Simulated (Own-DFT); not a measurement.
Simulation results for AlGa3N4 (wurtzite random alloy, atoms displaced)

Computed with Own-DFT development build. A calculation, not a measurement: plane-wave density functional theory by an unreviewed code, no spin, of a simulated periodic cell, stress positive in tension, run twice, with PBE and with PBEsol, both on files made for PBE, so the change isn't that of files made for PBEsol, forces on such cells passed a denser k mesh, this cell's mesh not checked; the far tail of each file's local potential was reset to the Coulomb form; each entry is a single point on an unrelaxed cell, so the pressure reflects the starting lattice, mostly measured values (interpolated for alloys), from which strain is counted, and rises with the displacements; printed positions are rounded, which can move forces by about a meV/angstrom; the program, named Own-DFT, is a retired in-house code; no spin-orbit coupling; stress was not checked against mesh or cutoff.

```xyz
72
Lattice="9.5092 0.0000 0.0000 -4.7546 8.2353 0.0000 0.0000 0.0000 10.2685" Properties=species:S:1:pos:R:3:PBE_force_x:R:1:PBE_force_y:R:1:PBE_force_z:R:1:PBEsol_force_x:R:1:PBEsol_force_y:R:1:PBEsol_force_z:R:1 formula=AlGa3N4 functional=PBE,then_PBEsol potential_files=PseudoDojo_norm-conserving,scalar-relativistic,standard_set wave_cutoff=42 occupations=Fermi-Dirac smearing_width=0.1 k_mesh=4_x_4_x_3_centred_on_Gamma PBE_pressure=9.19 PBE_stress_xx=-9.08 PBE_stress_yy=-8.88 PBE_stress_zz=-9.62 PBE_stress_yz=-0.45 PBE_stress_xz=0.24 PBE_stress_xy=0.51 PBEsol_pressure=4.3 PBEsol_stress_xx=-4.13 PBEsol_stress_yy=-3.96 PBEsol_stress_zz=-4.81 PBEsol_stress_yz=-0.43 PBEsol_stress_xz=0.19 PBEsol_stress_xy=0.48 rms_change_of_force_components_from_PBE_to_PBEsol=0.075
Ga    -0.1779     1.7477     0.0044      6.223       2.99     -0.333      6.082      2.899     -0.315
Ga     1.5781     0.9467     2.6145     -0.761     -0.719     -1.246      -0.73     -0.709     -1.223
N     -0.0055     1.8772     1.8789       0.26      0.083      1.039      0.224      0.074      1.015
N      1.5599     1.0000     4.4908      0.274     -1.669      0.356      0.283     -1.617      0.335
Ga    -0.0090     1.8915     5.0585     -1.105     -1.131      2.058     -1.058     -1.105      2.022
Ga     1.7607     0.9492     7.7177     -2.447      1.006      1.536      -2.41      0.955      1.492
N      0.0610     1.8338     7.0770     -0.513     -0.369      0.046      -0.49     -0.335       0.04
N      1.5494     0.8799     9.6694      0.892      1.289      0.527      0.808      1.209      0.481
Al    -1.7139     4.6358     0.0173      2.323     -0.226     -1.216      2.297     -0.224     -1.222
Ga     0.0008     3.7099     2.5210      0.839     -0.383      0.186      0.814     -0.387      0.184
N     -1.5556     4.5224     1.8439     -0.372      0.951      0.517     -0.341      0.923      0.704
N      0.0349     3.6541     4.4596       -0.2      1.255      -0.37     -0.202      1.223     -0.359
Ga    -1.5077     4.6183     5.1262     -1.198     -0.874     -1.092     -1.182     -0.863     -1.056
Ga    -0.0164     3.6955     7.6658      1.068     -1.231       0.52      1.044     -1.198        0.5
N     -1.5559     4.5368     6.9990     -0.778      2.102      1.381      -0.75      1.923      1.313
N      0.0079     3.8209     9.5915     -1.902     -1.513      0.973     -1.759     -1.513      0.907
Ga    -3.1196     7.2797     0.1535      0.164      1.451     -2.978      0.151      1.441     -2.908
Ga    -1.4096     6.3865     2.4679     -2.608     -0.256      1.171      -2.56     -0.236      1.137
N     -3.1751     7.3455     1.9695      1.008     -0.471      1.781      0.977     -0.468      1.708
N     -1.5916     6.4611     4.5162      2.581     -0.688     -0.997      2.404     -0.745     -0.996
Ga    -3.0332     7.2886     5.2170     -2.889       1.23     -0.143     -2.821      1.197     -0.142
Al    -1.5100     6.3837     7.7155     -0.597      0.145      0.384       -0.6      0.144      0.387
N     -3.0694     7.4345     7.1448      0.011     -3.003     -0.548     -0.086     -2.848     -0.602
N     -1.4637     6.4335     9.6956     -2.356     -1.578     -1.395     -2.287     -1.392     -1.274
Al     3.3674     1.9959     0.0512     -2.347     -3.552     -0.959      -2.34     -3.526     -0.963
Al     4.6258     0.9798     2.5332      3.533     -2.457     -0.014      3.525     -2.447          0
N      3.1674     1.6449     1.8560     -0.702      3.104      0.058       -0.9      3.125      0.159
N      4.7914     0.9168     4.3678     -0.255     -0.521      2.517     -0.367     -0.459      2.558
Ga     3.1701     1.7367     5.1175      0.476      1.847      0.227      0.448      1.826      0.217
Ga     4.7249     0.9318     7.4969      2.556     -2.281      3.218      2.493     -2.203      3.181
N      3.2944     1.8455     7.0932     -2.631      2.086      -1.27     -2.574          2     -1.242
N      4.6909     0.8463     9.6096      1.028      4.413     -1.443      1.136      4.199     -1.443
Ga     1.5588     4.5728     0.0721     -0.397      0.586     -0.314     -0.394      0.573     -0.305
Ga     3.2538     3.5522     2.6010     -0.364        1.1     -0.012     -0.386      1.092     -0.001
N      1.6541     4.6023     1.9738      0.338      0.307       0.67      0.314      0.151      0.584
N      3.1173     3.6605     4.5669      2.458      -1.46     -1.487      2.397     -1.421     -1.473
Ga     1.6620     4.5542     5.1272     -1.842       1.67      0.252     -1.798      1.613      0.259
Ga     3.2703     3.7154     7.8334     -2.535     -0.836     -1.442      -2.43      -0.82      -1.42
N      1.4607     4.7277     7.0108      1.934     -1.617      1.058      1.859     -1.772      0.939
N      3.2141     3.7085     9.7507     -2.272     -1.131     -1.131     -2.206     -0.897     -1.193
Ga     0.0358     7.4294    10.1846     -0.201     -2.453      2.307     -0.218     -2.413      2.254
Al     1.6724     6.3937     2.7125     -0.231      1.137     -3.169     -0.226      1.126     -3.206
N     -0.0029     7.3611     1.9129      2.697      0.773      0.362      2.529      0.663      0.284
N      1.6202     6.4939     4.4641     -0.795       -0.6      2.233     -0.663     -0.641      2.373
Al     0.0103     7.3393     5.1407      0.664     -0.696     -1.069      0.648     -0.677     -1.058
Al     1.5959     6.3516     7.7850     -0.516      0.853     -0.823     -0.504      0.872     -0.795
N      0.0739     7.2099     7.0317     -0.653      1.228     -0.024     -0.637       1.34      0.015
N      1.5523     6.4451     9.6488      1.975     -0.217     -0.259      1.787      -0.27     -0.148
Ga     6.4803     1.7429    10.2179     -4.802      1.697      1.117     -4.683      1.677      1.091
Ga     7.9352     0.9984     2.4642     -1.262     -0.383      2.401     -1.211     -0.401      2.329
N      6.2366     1.8347     1.8813      0.427     -0.823      0.087      0.568     -0.728      0.025
N      7.8438     0.8573     4.6375      0.274      2.906     -1.496      0.413      2.754     -1.498
Al     6.2809     1.6928     5.3259      1.064       2.18     -3.477      1.033      2.178     -3.467
Ga     7.8672     0.7738     7.8425      1.157      4.013     -3.446      1.137      3.924     -3.355
N      6.3236     1.9342     7.1136      0.535      -2.49      0.301      0.512     -2.426      0.493
N      7.9381     0.9519     9.6219     -1.212      -3.89      0.573     -1.195     -3.669      0.522
Ga     4.7035     4.5420    10.2068      2.816      2.572      1.331       2.75      2.504       1.31
Ga     6.3814     3.6290     2.5093       0.11      0.063      1.612      0.103      0.077      1.562
N      4.8823     4.5834     1.8787     -1.847     -0.229      0.452     -1.804     -0.233      0.445
N      6.3205     3.6618     4.5268      0.922     -1.145       -0.2      0.894     -1.009     -0.233
Ga     4.7976     4.6619     5.0907     -0.442     -2.987      0.917     -0.436     -2.911      0.907
Ga     6.4556     3.6614     7.7460     -1.767      1.262     -0.365     -1.732      1.187     -0.366
N      4.6444     4.5300     7.0182      2.841      2.181      0.935       2.76      2.133      0.923
N      6.3117     3.6188     9.6924      1.008      0.562     -0.677      0.863       0.47     -0.727
Al     3.1189     7.3140    10.2347      0.999     -0.469      1.585      1.001     -0.442       1.59
Ga     4.8128     6.3906     2.5585     -0.499      0.253      0.824     -0.478       0.27      0.802
N      3.2456     7.4149     2.0305     -1.316     -1.811      -2.08      -1.18     -1.695     -1.975
N      4.7195     6.3725     4.5887      1.361      2.564     -1.127      1.324      2.486     -1.097
Ga     3.2459     7.3882     5.1938     -0.855     -1.702      0.085     -0.832     -1.659      0.065
Ga     4.6640     6.5123     7.7472       2.36       -1.3     -0.584      2.297     -1.255     -0.553
N      3.0901     7.3573     7.1846     -0.539     -2.199     -1.099     -0.375     -2.057     -1.108
N      4.7734     6.4645     9.6531     -1.172       -0.5      0.687      -1.03     -0.561      0.616
```

Units: wave_cutoff in hartree; smearing_width in eV; PBE_pressure, PBE_stress_xx, PBE_stress_yy, PBE_stress_zz, PBE_stress_yz, PBE_stress_xz, PBE_stress_xy, PBEsol_pressure, PBEsol_stress_xx, PBEsol_stress_yy, PBEsol_stress_zz, PBEsol_stress_yz, PBEsol_stress_xz, PBEsol_stress_xy in GPa; rms_change_of_force_components_from_PBE_to_PBEsol, PBE_force_x, PBE_force_y, PBE_force_z, PBEsol_force_x, PBEsol_force_y, PBEsol_force_z in eV/Å.
